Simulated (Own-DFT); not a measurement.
# How strain changes the stress of grey tin, 32 atoms (Sn32)

All numbers below are calculated, not measured. They come from Own-DFT, an in-house plane-wave density functional program, since retired, whose code no person has reviewed. Each row is one single-point run on a periodic cell that was not relaxed, without spin or spin-orbit coupling.

Settings of every run: PBE; PseudoDojo norm-conserving scalar-relativistic files; cutoff 42 hartree; 3 x 3 x 5 k mesh centred on Gamma; cold (Marzari-Vanderbilt) smearing of 0.2 eV.

Known limits: forces on such cells failed a check on a denser k mesh; stress not checked against mesh or cutoff.

Unstrained cell vectors in Å: (12.978, 0.000, 0.000); (0.000, 12.978, 0.000); (0.000, 0.000, 6.489). The unstrained cell has measured lattice constants (interpolated for alloys), not those of this functional. That, the random moves and any unrelaxed bonds set the pressure at no strain. Each run strains this cell uniformly, with the atoms carried along. Every atom was also moved at random, by a Gaussian of width 0.05 Å on each axis. Strain is the symmetric tensor, in per cent. Stress is positive in tension, and the pressure is minus a third of its trace.

| run | e_xx (%) | e_yy (%) | e_zz (%) | s_xx (GPa) | s_yy (GPa) | s_zz (GPa) | P (GPa) | E (meV/atom) |
|---|---|---|---|---|---|---|---|---|
| 1 | 0.50 | 0.50 | 0.00 | -3.11 | -3.14 | -3.34 | 3.20 | 33.4 |
| 2 | -0.25 | -0.25 | 0.00 | -3.91 | -3.95 | -3.71 | 3.86 | 33.9 |
| 3 | 1.50 | 1.50 | 0.00 | -1.88 | -1.93 | -2.31 | 2.04 | 0.0 |
| 4 | -3.00 | -3.00 | 0.00 | -7.60 | -7.64 | -6.65 | 7.29 | 103.3 |
| 5 | -0.75 | -0.75 | 0.00 | -4.46 | -4.39 | -4.28 | 4.38 | 40.5 |
| 6 | -1.75 | -1.75 | 0.00 | -5.72 | -5.86 | -5.26 | 5.61 | 65.9 |
| 7 | 2.00 | 2.00 | 0.00 | -1.50 | -1.48 | -2.03 | 1.67 | 4.3 |
| 8 | -2.25 | -2.25 | 0.00 | ? | ? | ? | ? | ? |

E is the free energy for each atom above the lowest run shown.

## Worked fit

The change of volume is close to e_xx + e_yy + e_zz. A straight line through the runs shown gives P = 3.74 - 56 x (fractional change of volume) GPa, with an error of 2 on the slope and a scatter of 0.18 GPa. The strain isn't the same on all axes, but the crystal is cubic, so the slope still estimates the bulk modulus, averaged over pressures from 1.7 to 7.3 GPa.

## Withheld run

Question: what pressure should run 8 give? Its volume changes by -4.45 %.

The line gives 6.2 GPa. The calculation gave 6.19 GPa.
